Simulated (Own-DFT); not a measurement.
# What a defect does to the pressure of its cell: wurtzite GaN

Everything here is calculated. The program is Own-DFT (plane waves, in-house, since retired, never reviewed by a person); positions were held fixed, and spin and spin-orbit coupling were off.

Common settings: PBE; PseudoDojo norm-conserving scalar-relativistic files; cutoff 42 hartree; 4 x 4 x 3 k mesh centred on Gamma; Fermi-Dirac smearing of 0.1 eV.

Limits (not all hold for every row): some atoms lie very close together; not probed for a lower state with spin; forces not confirmed at this smearing and k mesh; stress not checked against mesh or cutoff.

All runs share one cell, with vectors in Å (9.567, 0.000, 0.000); (-4.784, 8.285, 0.000); (0.000, 0.000, 10.370) and a volume of 822.0 Å³. Atoms were moved at random from their sites; u is the rms move along one axis. The defect's site can differ from row to row.

| cell | formula | u (Å) | P (GPa) |
|---|---|---|---|
| no defect | Ga36N36 | 0.0188 | 5.91 |
| no defect | Ga36N36 | 0.0199 | 5.93 |
| no defect | Ga36N36 | 0.0497 | 7.46 |
| one Ga on an N site | Ga37N35 | 0.0318 | 12.23 |
| one Ga on an N site | Ga37N35 | 0.0483 | 13.09 |
| one Ga on an N site | Ga37N35 | 0.0512 | 13.78 |
| one N on a Ga site | Ga35N37 | 0.0306 | 5.52 |
| one N on a Ga site | Ga35N37 | 0.0325 | 5.70 |
| one N on a Ga site | Ga35N37 | 0.0462 | 6.39 |
| one N on a Ga site | Ga35N37 | 0.0466 | ? |

## Analysis

P = P0 + c u² + a shift for each defect gives P0 = 5.61 GPa, c = 765 ± 70 GPa/Å² and a scatter of 0.16 GPa. The shifts, and each times the cell's volume:

- one Ga on an N site: 5.90 ± 0.15 GPa, 30.3 eV
- one N on a Ga site: -0.80 ± 0.13 GPa, -4.1 eV

A positive shift means that the defect pushes the cell outwards. Shift times volume (160.2 GPa Å³ is 1 eV) depends little on the cell's size, so, taken for each site, it can be compared between cells at like pressure. The atoms around the defects weren't relaxed, which would change these numbers.

## Withheld run

The question: what pressure belongs in the blank (one N on a Ga site, u = 0.0466 Å)?

The fitted form gives 6.48 ± 0.19 GPa. The hidden result is 6.83 GPa.
